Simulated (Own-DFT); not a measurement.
## Calculated data, Si$_{4}$SnGe$_{11}$ (diamond-structure random alloy, atoms displaced)

All values are calculated (Own-DFT development build). A calculation, not a measurement: plane-wave density functional theory by an unreviewed code, no spin, of a simulated periodic cell, stress positive in tension, run twice, with PBE and with PBEsol, both on files made for PBE, so the change isn't that of files made for PBEsol, forces on such cells moved up to 12 meV/angstrom on a denser k mesh; the far tail of each file's local potential was reset to the Coulomb form; each entry is a single point on an unrelaxed cell, so the pressure reflects the starting lattice, mostly measured values (interpolated for alloys), from which strain is counted, and rises with the displacements; printed positions are rounded, which can move forces by about a meV/angstrom; the program, named Own-DFT, is a retired in-house code; no spin-orbit coupling; stress was not checked against mesh or cutoff.

Common to all runs: functional PBE, then PBEsol; potential files PseudoDojo norm-conserving, scalar-relativistic, standard set; wave cutoff 49 hartree; occupations Fermi-Dirac; smearing width 0.1 eV; k mesh 3 x 3 x 3 centred on Gamma.

(1) Si$_{4}$SnGe$_{11}$ (diamond-structure random alloy, atoms displaced)

```
Si4SnGe11
1.0
     11.3064     0.0000     0.0000
      0.0000    11.3064     0.0000
      0.0000     0.0000    11.3064
Si Sn Ge Si Ge Si Ge Si Ge Si Ge Sn Si Ge Si Ge Si Ge Si Ge Si Ge Si Ge Si Ge Sn Ge Sn Ge Si Ge
1 1 1 1 1 1 5 2 2 1 7 1 1 4 2 2 2 2 1 6 1 2 1 2 1 3 1 1 1 5 1 1
Direct
  0.99967 0.00137 0.99991
  0.00328 0.24550 0.25011
  0.24838 0.00263 0.25186
  0.24782 0.25287 0.00075
  0.12580 0.12560 0.12348
  0.12752 0.37061 0.37163
  0.36999 0.12340 0.37834
  0.37485 0.37842 0.12676
  0.99620 0.00394 0.49725
  0.99707 0.25252 0.74919
  0.25022 0.99711 0.75298
  0.25221 0.24942 0.50048
  0.12535 0.12887 0.62494
  0.12713 0.37265 0.87302
  0.37654 0.12877 0.87522
  0.37144 0.37470 0.62861
  0.00118 0.50233 0.99938
  0.00647 0.74759 0.24908
  0.24773 0.50075 0.25356
  0.25339 0.75028 0.99899
  0.12675 0.62797 0.12631
  0.12338 0.87559 0.36922
  0.37439 0.62528 0.37182
  0.37799 0.87616 0.12988
  0.99807 0.49630 0.50086
  0.99662 0.74981 0.74890
  0.25072 0.49708 0.75070
  0.25234 0.74789 0.49789
  0.12703 0.62394 0.62717
  0.12681 0.87573 0.87298
  0.37228 0.62185 0.87311
  0.37777 0.87844 0.62737
  0.49607 0.00289 0.00129
  0.50509 0.24849 0.24731
  0.74690 0.99835 0.24725
  0.75238 0.24819 0.99972
  0.62770 0.12830 0.12585
  0.62686 0.37546 0.37392
  0.87477 0.12992 0.37715
  0.87501 0.37590 0.12519
  0.50350 0.00112 0.49851
  0.50210 0.24660 0.74827
  0.74851 0.99932 0.74843
  0.75214 0.24838 0.50157
  0.62420 0.12479 0.62567
  0.62421 0.37412 0.87810
  0.87350 0.12700 0.87177
  0.87159 0.37453 0.62749
  0.50264 0.50545 0.00125
  0.49973 0.75178 0.25019
  0.75155 0.50563 0.24877
  0.75153 0.75407 0.00384
  0.62109 0.61976 0.12038
  0.62410 0.87245 0.38043
  0.87473 0.62407 0.37629
  0.87465 0.87707 0.12616
  0.49862 0.50223 0.49521
  0.49660 0.75510 0.74983
  0.74577 0.50319 0.75586
  0.75028 0.75718 0.50303
  0.62626 0.62718 0.62603
  0.62443 0.87629 0.87565
  0.87327 0.62763 0.87578
  0.87328 0.87553 0.62722
```

* PBE pressure: 3.86 GPa
* PBE stress xx: -3.86 GPa
* PBE stress yy: -3.83 GPa
* PBE stress zz: -3.89 GPa
* PBE stress yz: -0.12 GPa
* PBE stress xz: -0.13 GPa
* PBE stress xy: 0.18 GPa
* PBEsol pressure: 1.19 GPa
* PBEsol stress xx: -1.19 GPa
* PBEsol stress yy: -1.16 GPa
* PBEsol stress zz: -1.22 GPa
* PBEsol stress yz: -0.12 GPa
* PBEsol stress xz: -0.13 GPa
* PBEsol stress xy: 0.17 GPa
* rms change of force components from PBE to PBEsol: 0.045 eV/Å

Force:
```tsv
force element	PBE force x (eV/Å)	PBE force y (eV/Å)	PBE force z (eV/Å)	PBEsol force x (eV/Å)	PBEsol force y (eV/Å)	PBEsol force z (eV/Å)
Si	0.264	-0.285	-0.539	0.223	-0.245	-0.491
Sn	-0.358	0.983	-0.11	-0.391	0.908	-0.153
Ge	-0.806	0.652	0.474	-0.784	0.629	0.469
Si	0.501	-0.125	-0.029	0.49	-0.118	-0.029
Ge	1.097	-1.232	-1.717	1.06	-1.198	-1.589
Si	0.757	1.215	2.067	0.741	1.2	1.951
Ge	0.902	0.766	-0.341	0.879	0.666	-0.345
Ge	0.165	-0.602	-0.083	0.159	-0.517	-0.079
Ge	0.696	-0.277	0.661	0.636	-0.291	0.606
Ge	0.298	-0.115	-0.535	0.285	-0.114	-0.448
Ge	-0.428	0.821	-0.337	-0.339	0.797	-0.336
Si	-0.531	0.541	0.49	-0.478	0.489	0.435
Si	0.104	-0.284	-0.2	0.061	-0.317	-0.155
Ge	-0.296	0.081	0.541	-0.323	0.115	0.489
Ge	-0.685	0.031	0.314	-0.623	-0.01	0.276
Si	-0.157	-1.007	-0.111	-0.123	-0.948	-0.062
Ge	-0.214	0.112	-0.289	-0.176	0.074	-0.246
Ge	-0.259	1.043	-0.74	-0.238	1.015	-0.718
Ge	-0.157	-0.24	-0.156	-0.11	-0.187	-0.19
Ge	-0.939	-0.744	-1.213	-0.915	-0.725	-1.108
Ge	0.25	-0.496	-0.622	0.241	-0.478	-0.59
Ge	0.131	0.178	0.998	0.127	0.17	0.952
Ge	-0.944	1.134	-0.962	-0.921	1.105	-0.935
Sn	-0.774	0.324	-0.523	-0.751	0.315	-0.507
Si	1.247	-1.387	0.962	1.23	-1.291	0.94
Ge	0.44	-0.025	0.653	0.429	-0.018	0.565
Ge	0.263	0.139	0.055	0.182	0.137	0.057
Ge	-0.241	0.616	0.228	-0.227	0.59	0.217
Ge	-0.531	-0.258	-0.572	-0.486	-0.221	-0.528
Si	-0.742	-0.146	0.611	-0.687	-0.176	0.564
Si	0.439	0.444	0.077	0.43	0.434	0.081
Ge	-0.426	-0.054	-0.704	-0.401	-0.056	-0.674
Ge	1.528	1.029	-0.973	1.486	0.999	-0.952
Si	-0.511	0.501	0.804	-0.535	0.454	0.747
Si	0.207	0.272	0.782	0.203	0.265	0.764
Ge	-0.049	0.434	0.065	-0.05	0.423	0.059
Ge	-0.223	-0.585	0.021	-0.214	-0.569	-0.054
Si	0.992	-0.921	-1.347	0.981	-0.902	-1.254
Ge	-1.6	-1.844	0.184	-1.52	-1.767	0.216
Ge	-0.803	1.075	-0.486	-0.747	1.008	-0.51
Ge	-0.307	0.375	0.513	-0.337	0.315	0.466
Ge	-0.24	0.629	-0.295	-0.241	0.611	-0.209
Ge	-0.31	0.38	0.031	-0.266	0.332	0.062
Ge	-0.794	0.64	0.358	-0.729	0.585	0.312
Si	0.336	-0.068	-0.322	0.333	-0.072	-0.317
Ge	-0.115	-0.129	-0.059	-0.105	-0.119	-0.054
Ge	0.438	-0.629	0.374	0.392	-0.572	0.339
Si	0.205	0.626	-0.177	0.161	0.572	-0.135
Ge	-1.356	-0.874	-1.067	-1.273	-0.871	-0.995
Ge	1.514	-1.663	1.148	1.457	-1.617	1.122
Si	-1.549	-1.872	-0.978	-1.488	-1.801	-0.998
Ge	-0.182	-0.653	-0.577	-0.208	-0.6	-0.532
Ge	1.226	1.143	1.282	1.151	1.134	1.205
Ge	0.313	0.526	-1.044	0.27	0.481	-0.974
Sn	0.222	0.324	0.324	0.224	0.41	0.314
Ge	0.557	0.353	0.228	0.534	0.275	0.214
Sn	0.19	-1.039	0.99	0.177	-0.919	0.965
Ge	0.187	-1.004	0.525	0.212	-0.934	0.471
Ge	0.786	-0.196	-0.347	0.694	-0.196	-0.34
Ge	-0.519	-0.153	0.741	-0.512	-0.143	0.726
Ge	0.352	0.923	0.713	0.342	0.906	0.693
Ge	-0.156	0.122	0.27	-0.152	0.121	0.259
Si	0.126	-0.033	0.242	0.117	-0.033	0.237
Ge	0.471	0.51	-0.269	0.444	0.488	-0.267
```

(2) Si$_{4}$SnGe$_{11}$ (diamond-structure random alloy, atoms displaced)

```
Si4SnGe11
1.0
     11.3064     0.0000     0.0000
      0.0000    11.3064     0.0000
      0.0000     0.0000    11.3064
Ge Sn Ge Si Ge Si Ge Si Ge Si Ge Si Ge Si Ge Si Sn Ge Sn Ge Sn Ge Si Ge Si Ge Si Ge Si Ge Si Ge Si Ge
6 1 2 1 1 1 1 2 2 1 2 1 2 1 2 2 1 1 1 2 1 2 1 1 1 4 1 7 2 1 1 6 1 2
Direct
  0.99802 0.99652 0.00191
  0.99731 0.24787 0.24953
  0.24473 0.00450 0.25125
  0.24570 0.25057 0.00038
  0.12612 0.12445 0.12326
  0.12692 0.37595 0.37709
  0.37969 0.12675 0.37861
  0.37651 0.37320 0.12848
  0.00100 0.00149 0.49904
  0.99953 0.24939 0.74724
  0.25183 0.99483 0.75065
  0.25117 0.24824 0.50139
  0.12294 0.12376 0.62304
  0.12531 0.37407 0.87746
  0.37776 0.12735 0.87894
  0.37397 0.37642 0.62736
  0.99912 0.49509 0.99905
  0.99760 0.75150 0.24962
  0.24920 0.49696 0.24668
  0.24809 0.75761 0.99962
  0.12446 0.62675 0.12612
  0.12305 0.87385 0.37752
  0.37631 0.62373 0.36950
  0.37508 0.87083 0.12657
  0.00481 0.49735 0.49760
  0.00114 0.75365 0.74795
  0.24473 0.49792 0.75243
  0.25114 0.75152 0.50506
  0.13030 0.61979 0.62498
  0.13023 0.87148 0.87645
  0.37304 0.62798 0.87481
  0.37626 0.87519 0.62833
  0.49996 0.00376 0.99853
  0.49648 0.25405 0.24452
  0.74935 0.00324 0.25241
  0.74749 0.25280 0.00478
  0.62328 0.12779 0.12688
  0.62445 0.37358 0.37565
  0.88089 0.12825 0.38323
  0.87472 0.37061 0.12478
  0.49804 0.00050 0.49865
  0.49620 0.24819 0.74907
  0.74771 0.99828 0.75570
  0.75334 0.24682 0.49961
  0.62775 0.13069 0.62802
  0.62305 0.37799 0.87734
  0.87033 0.12377 0.87211
  0.87146 0.37255 0.62410
  0.50200 0.49857 0.99856
  0.49913 0.75100 0.24438
  0.75018 0.50387 0.25386
  0.74921 0.75267 0.99782
  0.62749 0.62090 0.12178
  0.62400 0.87273 0.37661
  0.87907 0.62670 0.36777
  0.87223 0.87982 0.12688
  0.50168 0.50591 0.49858
  0.49698 0.74882 0.75520
  0.74968 0.50195 0.75075
  0.75261 0.75218 0.49866
  0.62745 0.62733 0.62402
  0.62890 0.87037 0.87127
  0.87849 0.62259 0.87768
  0.87284 0.87218 0.62499
```

- PBE pressure: 4.07 GPa
- PBE stress xx: -4.05 GPa
- PBE stress yy: -4.07 GPa
- PBE stress zz: -4.08 GPa
- PBE stress yz: 0.83 GPa
- PBE stress xz: -0.37 GPa
- PBE stress xy: 0.39 GPa
- PBEsol pressure: 1.41 GPa
- PBEsol stress xx: -1.39 GPa
- PBEsol stress yy: -1.41 GPa
- PBEsol stress zz: -1.42 GPa
- PBEsol stress yz: 0.8 GPa
- PBEsol stress xz: -0.34 GPa
- PBEsol stress xy: 0.37 GPa
- rms change of force components from PBE to PBEsol: 0.046 eV/Å

Force:
```tsv
force element	PBE force x (eV/Å)	PBE force y (eV/Å)	PBE force z (eV/Å)	PBEsol force x (eV/Å)	PBEsol force y (eV/Å)	PBEsol force z (eV/Å)
Ge	0.316	0.46	-0.665	0.303	0.448	-0.635
Ge	0.439	-0.034	0.506	0.456	0.003	0.447
Ge	0.21	-1.591	-0.711	0.171	-1.513	-0.669
Ge	0.718	0.089	-0.393	0.699	0.077	-0.306
Ge	-0.734	-0.065	0.023	-0.705	-0.061	0.031
Ge	0.233	-0.966	-0.344	0.196	-0.898	-0.36
Sn	-2.177	-0.799	0.56	-2.08	-0.824	0.505
Ge	-2.033	2.061	-2.629	-1.98	2	-2.544
Ge	-0.481	-0.363	0.233	-0.419	-0.386	0.26
Si	0.116	0.157	0.522	0.076	0.118	0.474
Ge	0.075	1.231	0.443	0.049	1.151	0.401
Si	-1.028	1.166	1.034	-1.01	1.144	1.016
Ge	0.512	0.466	0.497	0.489	0.38	0.469
Si	-0.361	-0.193	-0.903	-0.36	-0.198	-0.8
Si	-0.714	-0.236	-0.479	-0.696	-0.232	-0.464
Ge	-0.499	0.179	-0.309	-0.42	0.167	-0.297
Ge	0.715	0.301	0.512	0.624	0.297	0.495
Si	0.292	-0.296	-0.23	0.294	-0.197	-0.234
Ge	-0.315	0.649	0.04	-0.262	0.592	0.073
Ge	-0.309	-0.415	1.968	-0.308	-0.399	1.828
Si	-0.33	0.15	-0.105	-0.284	0.109	-0.141
Ge	0.217	-0.469	-0.246	0.206	-0.378	-0.231
Ge	-0.577	0.657	0.456	-0.523	0.606	0.419
Si	-0.369	1.301	-0.197	-0.364	1.275	-0.193
Ge	-2.012	-0.283	-0.938	-1.914	-0.306	-0.889
Ge	-0.514	-0.025	0.942	-0.5	-0.027	0.918
Si	0.749	-2.225	0.855	0.778	-2.142	0.799
Si	1.165	0.679	-1.522	1.144	0.672	-1.494
Sn	-0.526	0.812	-0.063	-0.6	0.793	-0.072
Ge	-1.224	0.892	-0.369	-1.175	0.856	-0.36
Sn	-0.911	-1.276	0.625	-0.838	-1.191	0.636
Ge	0.139	-0.278	-0.591	0.157	-0.239	-0.533
Ge	0.373	-0.822	0.313	0.362	-0.797	0.306
Sn	2.435	-0.049	-0.045	2.323	0.007	-0.001
Ge	-0.025	0.681	0.462	-0.021	0.597	0.443
Ge	-0.276	-0.723	-0.54	-0.235	-0.662	-0.55
Si	1.152	-1.217	-1.075	1.133	-1.195	-1.059
Ge	1.277	0.735	1.154	1.206	0.752	1.085
Si	-0.803	-0.183	-0.734	-0.732	-0.226	-0.759
Ge	-0.139	0.725	0.487	-0.133	0.695	0.463
Ge	1.786	-1.353	1.89	1.731	-1.315	1.831
Ge	0.154	0.319	0.613	0.185	0.345	0.553
Ge	-0.162	-0.254	-0.817	-0.118	-0.2	-0.822
Si	-0.191	0.25	-0.146	-0.239	0.292	-0.099
Ge	0.006	-0.718	-0.49	-0.03	-0.725	-0.437
Ge	0.258	-0.666	-0.577	0.249	-0.64	-0.55
Ge	0.811	0.619	0.56	0.75	0.562	0.566
Ge	0.417	-0.017	-0.036	0.408	0.044	-0.03
Ge	0.301	-0.192	1.344	0.266	-0.224	1.27
Ge	0.566	-0.55	-0.117	0.549	-0.548	-0.04
Ge	0.128	-0.119	-0.458	0.11	-0.186	-0.445
Si	-0.061	-0.525	0.348	0.018	-0.52	0.346
Si	0.086	0.756	-0.08	0.051	0.695	-0.041
Ge	-0.072	0.293	-0.348	-0.067	0.288	-0.332
Si	0.127	0.059	0.756	0.079	0.006	0.787
Ge	-0.11	-0.952	-0.004	-0.101	-0.853	-0.005
Ge	-0.133	-0.567	0.249	-0.127	-0.549	0.233
Ge	2.055	1.477	-1.741	1.956	1.407	-1.724
Ge	0.056	-0.132	0.023	0.053	-0.123	0.023
Ge	0.232	-0.849	-0.535	0.187	-0.789	-0.479
Ge	-0.173	0.225	0.234	-0.17	0.214	0.227
Si	-0.595	0.24	0.81	-0.623	0.274	0.739
Ge	-0.438	0.82	-0.158	-0.398	0.758	-0.184
Ge	0.175	0.953	0.139	0.174	0.919	0.135
```

(3) Si$_{4}$SnGe$_{11}$ (diamond-structure random alloy, atoms displaced)

```
Si4SnGe11
1.0
     11.3064     0.0000     0.0000
      0.0000    11.3064     0.0000
      0.0000     0.0000    11.3064
Ge Si Ge Sn Si Ge Si Ge Sn Ge Si Ge Si Ge Si Ge Si Sn Ge Si Ge Sn Ge Si Ge Si Ge Si Ge Si Ge
2 1 4 1 1 4 2 10 1 1 1 4 1 1 1 1 1 1 4 1 1 1 7 1 1 1 2 1 1 4 1
Direct
  0.00031 0.99938 0.99851
  0.99995 0.25448 0.24612
  0.24800 0.00218 0.25072
  0.25149 0.24864 0.99950
  0.12411 0.12171 0.12901
  0.12412 0.37121 0.37433
  0.37716 0.12386 0.37318
  0.37691 0.37196 0.13220
  0.99662 0.99979 0.49699
  0.99629 0.24777 0.75114
  0.24760 0.98823 0.74964
  0.24915 0.25139 0.49671
  0.12937 0.12258 0.62711
  0.12794 0.37627 0.87335
  0.37477 0.12649 0.87056
  0.37677 0.37474 0.62481
  0.00228 0.49793 0.99880
  0.00293 0.74957 0.24773
  0.24711 0.50197 0.25088
  0.25625 0.74575 0.00080
  0.12759 0.62581 0.12068
  0.12454 0.87496 0.37412
  0.37562 0.62536 0.37649
  0.37659 0.87153 0.12350
  0.99962 0.49391 0.49595
  0.99554 0.75016 0.75150
  0.24878 0.50262 0.75220
  0.24713 0.75062 0.50137
  0.12434 0.62876 0.62516
  0.12894 0.87343 0.87961
  0.37601 0.61971 0.87418
  0.37903 0.87057 0.62482
  0.50374 0.99391 0.99742
  0.49651 0.24966 0.24807
  0.74922 0.99749 0.24732
  0.75205 0.24689 0.99543
  0.62129 0.12068 0.12994
  0.62585 0.37900 0.37084
  0.87752 0.12522 0.36912
  0.87785 0.37761 0.12299
  0.50159 0.00356 0.50114
  0.49460 0.24489 0.75102
  0.74858 0.99858 0.74976
  0.74721 0.24889 0.49557
  0.62868 0.13112 0.62393
  0.63066 0.37522 0.87404
  0.87665 0.12639 0.87604
  0.87672 0.37474 0.62059
  0.49923 0.50292 0.99963
  0.50433 0.75190 0.25160
  0.74464 0.49795 0.25062
  0.74905 0.75096 0.99494
  0.61921 0.62429 0.12986
  0.62427 0.87985 0.37919
  0.87332 0.62324 0.37795
  0.87829 0.87177 0.12400
  0.50273 0.50184 0.50223
  0.50100 0.75124 0.74998
  0.74824 0.50358 0.74777
  0.74812 0.75107 0.50101
  0.62381 0.62305 0.62445
  0.62953 0.87485 0.87786
  0.87035 0.62332 0.87597
  0.87762 0.87101 0.62552
```

- PBE pressure: 4 GPa
- PBE stress xx: -3.98 GPa
- PBE stress yy: -3.95 GPa
- PBE stress zz: -4.07 GPa
- PBE stress yz: 0.93 GPa
- PBE stress xz: 0.06 GPa
- PBE stress xy: 0.37 GPa
- PBEsol pressure: 1.33 GPa
- PBEsol stress xx: -1.31 GPa
- PBEsol stress yy: -1.28 GPa
- PBEsol stress zz: -1.39 GPa
- PBEsol stress yz: 0.89 GPa
- PBEsol stress xz: 0.06 GPa
- PBEsol stress xy: 0.35 GPa
- rms change of force components from PBE to PBEsol: 0.045 eV/Å

Force:
```tsv
force element	PBE force x (eV/Å)	PBE force y (eV/Å)	PBE force z (eV/Å)	PBEsol force x (eV/Å)	PBEsol force y (eV/Å)	PBEsol force z (eV/Å)
Ge	0.164	0.072	0.353	0.16	0.07	0.347
Ge	0.068	-0.472	0.133	0.065	-0.459	0.133
Si	0.513	-0.556	-0.038	0.496	-0.544	-0.037
Ge	-0.919	-0.798	-1.078	-0.894	-0.769	-0.983
Ge	0.159	0.197	-0.477	0.116	0.231	-0.497
Ge	0.072	0.427	-0.29	0.067	0.415	-0.279
Ge	-0.635	-0.24	-0.044	-0.578	-0.191	-0.01
Sn	-1.029	1.229	-1.664	-1.004	1.191	-1.613
Si	0.382	0.114	0.282	0.376	0.113	0.275
Ge	0.972	0.657	-0.177	0.909	0.607	-0.194
Ge	0.958	1.185	0.132	0.9	1.129	0.102
Ge	0.401	-0.383	0.426	0.39	-0.369	0.412
Ge	-0.763	-0.267	-0.471	-0.717	-0.24	-0.432
Si	-0.376	-0.514	0.072	-0.366	-0.501	0.076
Si	-0.252	-1.348	0.764	-0.278	-1.29	0.719
Ge	-0.396	0.197	0.142	-0.379	0.19	0.134
Ge	-0.065	0.347	-0.697	-0.067	0.339	-0.607
Ge	-0.437	-0.648	0.555	-0.389	-0.594	0.497
Ge	-0.643	0.673	0.939	-0.617	0.648	0.906
Ge	-0.156	0.179	-0.251	-0.158	0.166	-0.237
Ge	-0.291	-0.129	0.275	-0.276	-0.123	0.271
Ge	0.224	0.362	0.378	0.182	0.319	0.33
Ge	-0.408	0.496	0.278	-0.362	0.447	0.24
Ge	0.013	0.91	0.351	0.01	0.811	0.34
Ge	0.123	1.002	0.13	0.143	0.924	0.158
Sn	0.59	-0.606	1.2	0.618	-0.548	1.114
Ge	-0.158	-0.577	-0.557	-0.115	-0.521	-0.565
Si	0.487	-0.051	-0.257	0.475	-0.052	-0.253
Ge	0.826	-1.213	-1.229	0.777	-1.206	-1.148
Ge	0.253	0.178	0.798	0.25	0.178	0.762
Ge	0.437	0.97	-0.441	0.383	0.907	-0.39
Ge	-0.294	-0.163	-0.319	-0.3	-0.089	-0.307
Si	-0.266	0.926	-0.001	-0.307	0.879	0.033
Ge	1.576	-2.779	0.905	1.493	-2.659	0.918
Si	0.056	0.251	-0.007	0.096	0.21	0.032
Ge	-0.564	-0.039	1.313	-0.51	-0.004	1.232
Si	0.348	-0.233	-0.806	0.328	-0.152	-0.784
Sn	-1.103	-1.246	0.909	-1.071	-1.214	0.886
Ge	-0.37	-0.459	0.143	-0.359	-0.379	0.141
Ge	-0.725	-0.108	-0.109	-0.689	-0.111	-0.103
Ge	-1.149	-0.954	-0.558	-1.113	-0.925	-0.555
Ge	-0.346	1.5	0.998	-0.298	1.499	0.914
Si	0.973	-0.91	0.947	0.996	-0.855	0.891
Ge	2.695	0.558	-0.571	2.614	0.551	-0.554
Sn	-0.149	-1.042	1.008	-0.191	-0.969	0.929
Ge	-0.888	-0.014	-0.089	-0.851	-0.014	-0.089
Ge	-0.399	-1.027	-0.509	-0.356	-0.956	-0.467
Ge	-0.523	-0.209	0.427	-0.504	-0.208	0.408
Ge	1.281	0.135	-0.139	1.202	0.106	-0.168
Ge	-0.259	-0.149	0.151	-0.294	-0.115	0.179
Ge	2.331	2.471	-1.97	2.256	2.329	-1.905
Ge	-0.213	-0.809	0.952	-0.172	-0.76	0.959
Si	0.752	0.31	-0.809	0.735	0.301	-0.788
Ge	0.742	-0.379	-0.37	0.65	-0.364	-0.355
Si	-0.192	0.399	-0.296	-0.15	0.349	-0.325
Ge	-0.681	0.393	-0.018	-0.619	0.353	-0.052
Ge	-1.005	0.819	0.865	-1.013	0.755	0.795
Si	0.695	-0.434	0.31	0.608	-0.423	0.306
Ge	0.388	-0.113	-0.185	0.373	-0.183	-0.174
Si	0.077	-0.597	0.025	0.072	-0.511	0.028
Si	0.083	1.154	0.159	0.08	1.049	0.153
Si	-0.638	0.261	-0.976	-0.577	0.206	-0.916
Si	-0.423	-0.94	0.784	-0.417	-0.923	0.776
Ge	-1.925	2.037	-1.698	-1.833	1.949	-1.61
```

(4) Si$_{4}$SnGe$_{11}$ (diamond-structure random alloy, atoms displaced)

```
Si4SnGe11
1.0
     11.3064     0.0000     0.0000
      0.0000    11.3064     0.0000
      0.0000     0.0000    11.3064
Ge Si Sn Ge Si Ge Si Ge Si Ge Sn Ge Si Ge Si Ge Si Ge Sn Ge Si Ge Si Ge Si Ge Sn Si Ge
1 3 1 5 1 2 1 8 1 3 1 4 1 1 2 6 1 1 1 4 1 3 1 1 3 1 1 1 4
Direct
  0.99795 0.00381 0.00284
  0.00491 0.25189 0.24986
  0.24888 0.99911 0.25204
  0.24674 0.24743 0.00062
  0.12219 0.12373 0.12976
  0.12464 0.37140 0.37375
  0.37323 0.12267 0.37249
  0.37495 0.37304 0.12454
  0.00088 0.00103 0.50104
  0.99963 0.24950 0.74782
  0.25073 0.99950 0.74621
  0.25090 0.25114 0.50257
  0.12778 0.12118 0.62160
  0.12147 0.37546 0.87862
  0.37716 0.12436 0.87057
  0.37300 0.36982 0.62572
  0.00003 0.49874 0.99561
  0.99981 0.74796 0.25125
  0.25122 0.50077 0.24835
  0.25095 0.75486 0.99656
  0.12305 0.62489 0.12521
  0.12009 0.87380 0.37763
  0.37819 0.62930 0.37917
  0.37343 0.87983 0.12837
  0.00233 0.49988 0.49531
  0.00034 0.75049 0.74975
  0.24997 0.50009 0.75179
  0.25073 0.74768 0.49897
  0.12260 0.62183 0.62577
  0.12232 0.87590 0.87144
  0.37549 0.62748 0.87663
  0.37540 0.87655 0.62365
  0.50118 0.00195 0.00033
  0.49890 0.25088 0.25117
  0.74772 0.00097 0.25255
  0.75351 0.24815 0.99759
  0.62746 0.12897 0.12289
  0.62340 0.37759 0.37437
  0.87648 0.12052 0.37577
  0.87563 0.37610 0.12391
  0.49959 0.99376 0.49680
  0.49644 0.24578 0.75139
  0.75119 0.99616 0.74723
  0.75316 0.24888 0.49757
  0.62580 0.11942 0.62560
  0.62657 0.37557 0.87176
  0.87280 0.12564 0.87391
  0.87111 0.37649 0.62150
  0.49812 0.50221 0.00040
  0.50187 0.75289 0.25005
  0.75192 0.50050 0.25054
  0.75142 0.75537 0.00072
  0.62306 0.62433 0.12201
  0.62534 0.87654 0.37717
  0.87690 0.63045 0.37609
  0.87909 0.87107 0.12440
  0.49811 0.50339 0.49810
  0.50125 0.74670 0.75357
  0.75218 0.49681 0.75342
  0.74947 0.75387 0.49674
  0.62874 0.62611 0.62732
  0.62405 0.87614 0.87518
  0.87489 0.62149 0.87452
  0.87774 0.87455 0.62012
```

- PBE pressure: 3.9 GPa
- PBE stress xx: -3.86 GPa
- PBE stress yy: -3.92 GPa
- PBE stress zz: -3.91 GPa
- PBE stress yz: -0.4 GPa
- PBE stress xz: -0.08 GPa
- PBE stress xy: 0 GPa
- PBEsol pressure: 1.23 GPa
- PBEsol stress xx: -1.2 GPa
- PBEsol stress yy: -1.25 GPa
- PBEsol stress zz: -1.24 GPa
- PBEsol stress yz: -0.38 GPa
- PBEsol stress xz: -0.07 GPa
- PBEsol stress xy: 0 GPa
- rms change of force components from PBE to PBEsol: 0.044 eV/Å

Force:
```tsv
force element	PBE force x (eV/Å)	PBE force y (eV/Å)	PBE force z (eV/Å)	PBEsol force x (eV/Å)	PBEsol force y (eV/Å)	PBEsol force z (eV/Å)
Ge	-1.227	-1.659	-1.234	-1.164	-1.579	-1.229
Si	-1.989	0.833	1.121	-1.954	0.82	1.104
Si	0.541	-1.014	1.038	0.532	-0.999	1.024
Si	0.859	1.075	-1.227	0.882	1.021	-1.164
Sn	1.036	0.221	-0.102	0.969	0.168	-0.154
Ge	0.291	0.291	-0.153	0.318	0.32	-0.107
Ge	0.204	0.202	-0.044	0.201	0.197	0.023
Ge	0.152	-0.14	-0.392	0.108	-0.103	-0.346
Ge	0.006	-0.137	-0.171	0.004	-0.136	-0.167
Ge	0.317	0.273	0.125	0.266	0.237	0.091
Si	0.266	-0.318	-0.001	0.221	-0.272	0.038
Ge	-0.149	-0.518	-0.661	-0.15	-0.502	-0.635
Ge	0.096	0.298	0.693	0.054	0.323	0.63
Si	-0.079	-1.465	0.476	-0.121	-1.399	0.433
Ge	-0.93	0.064	0.405	-0.874	0.028	0.432
Ge	1.796	-0.111	-0.68	1.672	-0.111	-0.668
Ge	0.16	0.038	0.548	0.108	0.079	0.565
Ge	-0.351	0.221	-0.218	-0.267	0.216	-0.214
Ge	0.325	0.29	0.61	0.282	0.247	0.556
Ge	-0.254	-0.103	0.589	-0.246	-0.104	0.564
Ge	0.37	0.037	-0.425	0.358	0.031	-0.405
Ge	0.908	0.141	-0.394	0.849	0.107	-0.351
Si	-0.057	-0.545	-0.56	-0.104	-0.483	-0.592
Ge	-0.049	-0.088	-0.098	-0.007	-0.119	-0.133
Ge	-0.622	0.237	0.07	-0.568	0.197	0.108
Ge	-0.315	-0.311	-0.216	-0.3	-0.305	-0.21
Sn	-0.228	-0.577	0.441	-0.189	-0.513	0.383
Ge	0.073	0.31	0.441	-0.003	0.305	0.432
Ge	-0.622	1.167	-1.109	-0.602	1.133	-1.077
Ge	0.386	0.669	0.083	0.345	0.609	0.11
Ge	0.939	0.343	1.112	0.882	0.372	1.039
Si	-0.235	-0.432	0.432	-0.19	-0.461	0.381
Ge	-0.108	0.039	0.107	-0.1	0.037	0.097
Si	0.15	-0.071	-0.213	0.146	-0.065	-0.209
Si	0.623	-0.454	-0.76	0.579	-0.415	-0.711
Ge	-0.376	0.557	0.18	-0.362	0.536	0.17
Ge	-0.216	-0.179	0.844	-0.208	-0.174	0.751
Ge	-1.206	0.684	-0.69	-1.098	0.661	-0.673
Ge	1.04	-0.427	-1.832	1.014	-0.408	-1.704
Ge	0.363	-0.34	0.335	0.321	-0.298	0.291
Ge	-0.463	0.623	0.679	-0.404	0.629	0.619
Si	0.827	0.304	-0.513	0.81	0.293	-0.502
Ge	0.046	0.021	0.27	0.039	0.028	0.26
Sn	-1.027	-0.32	-0.034	-0.99	-0.311	-0.026
Ge	-1.264	-0.116	0.691	-1.189	-0.146	0.643
Ge	-2.305	-1.557	1.712	-2.166	-1.509	1.657
Ge	0.284	-0.397	-0.402	0.274	-0.379	-0.385
Ge	2.678	0.064	0.069	2.599	0.054	0.071
Si	0.412	-0.19	0.108	0.357	-0.224	0.065
Ge	-0.071	-0.686	-0.11	-0.07	-0.595	-0.103
Ge	-0.21	0.802	-0.132	-0.203	0.71	-0.132
Ge	-0.107	-0.723	0.313	-0.111	-0.706	0.234
Si	0.19	0.025	0.077	0.229	0.067	0.115
Ge	0.627	-0.241	-0.591	0.526	-0.22	-0.57
Si	-0.601	-0.369	0.16	-0.541	-0.405	0.118
Si	-0.668	0.803	0.573	-0.621	0.757	0.528
Si	0.045	-0.108	0.345	0.091	-0.153	0.383
Ge	-0.28	0.815	-0.726	-0.24	0.76	-0.667
Sn	-0.08	0.505	-0.849	-0.073	0.491	-0.826
Si	0.339	-0.581	0.167	0.289	-0.526	0.205
Ge	-0.991	0.754	-1.637	-0.966	0.729	-1.515
Ge	0.151	-0.041	-0.05	0.15	-0.045	-0.049
Ge	1.026	1.899	1.231	1.001	1.835	1.193
Ge	-0.442	-0.387	0.181	-0.393	-0.333	0.213
```
